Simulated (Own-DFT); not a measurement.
# One host, several defects: zincblende InP

Calculated, not measured: single-point runs of Own-DFT, a retired in-house plane-wave DFT program that no person has reviewed, on unrelaxed cells, without spin or spin-orbit coupling.

All runs used: PBE; PseudoDojo norm-conserving scalar-relativistic files; cutoff 36 hartree; 2 x 3 x 3 k mesh centred on Gamma; Fermi-Dirac smearing of 0.1 eV.

Limits (not all hold for every row): not probed for a lower state with spin; forces on such cells failed a check on a denser k mesh; forces not confirmed at this smearing and k mesh; stress not checked against mesh or cutoff.

All runs share one cell, with vectors in Å (17.606, 0.000, 0.000); (0.000, 11.737, 0.000); (0.000, 0.000, 11.737) and a volume of 2425.5 Å³. The atoms are randomly displaced, by u rms on each axis. The defect's site can differ from row to row.

```
cell,formula,u (Å),P (GPa)
no defect,In48P48,0.0208,3.21
no defect,In48P48,0.0487,3.58
no defect,In48P48,0.0501,3.67
two P vacancies,In48P46,0.0463,3.15
two P vacancies,In48P46,0.0470,3.35
two P vacancies,In48P46,0.0496,3.32
two P on an In site each,In46P50,0.0307,3.02
two P on an In site each,In46P50,0.0449,3.20
two P on an In site each,In46P50,0.0514,3.32
one In on a P site,In49P47,0.0301,3.89
one In on a P site,In49P47,0.0484,4.13
one In on a P site,In49P47,0.0484,4.17
one P on an In site,In47P49,0.0294,?
one P on an In site,In47P49,0.0304,3.19
one P on an In site,In47P49,0.0498,3.46
one P on an In site,In47P49,0.0514,3.53
```

## What the rows give

P = P0 + c u² + a shift for each defect gives P0 = 3.14 GPa, c = 193 ± 18 GPa/Å² and a scatter of 0.05 GPa. The shifts, and each times the cell's volume:

- one In on a P site: 0.56 ± 0.04 GPa, 8.5 eV
- one P on an In site: -0.14 ± 0.04 GPa, -2.1 eV
- two P vacancies: -0.31 ± 0.04 GPa, -4.7 eV (-2.4 eV for each of its 2 sites)
- two P on an In site each: -0.32 ± 0.04 GPa, -4.9 eV (-2.4 eV for each of its 2 sites)

Against the defect-free cell, a freed cell would be larger where the shift is positive and smaller where it is negative (160.2 GPa Å³ is 1 eV). The atoms around the defects weren't relaxed, which would change these numbers.

## The run left out

Q: what pressure belongs in the blank (one P on an In site, u = 0.0294 Å)?

The fit gives 3.17 ± 0.06 GPa. The run itself gave 3.17 GPa.
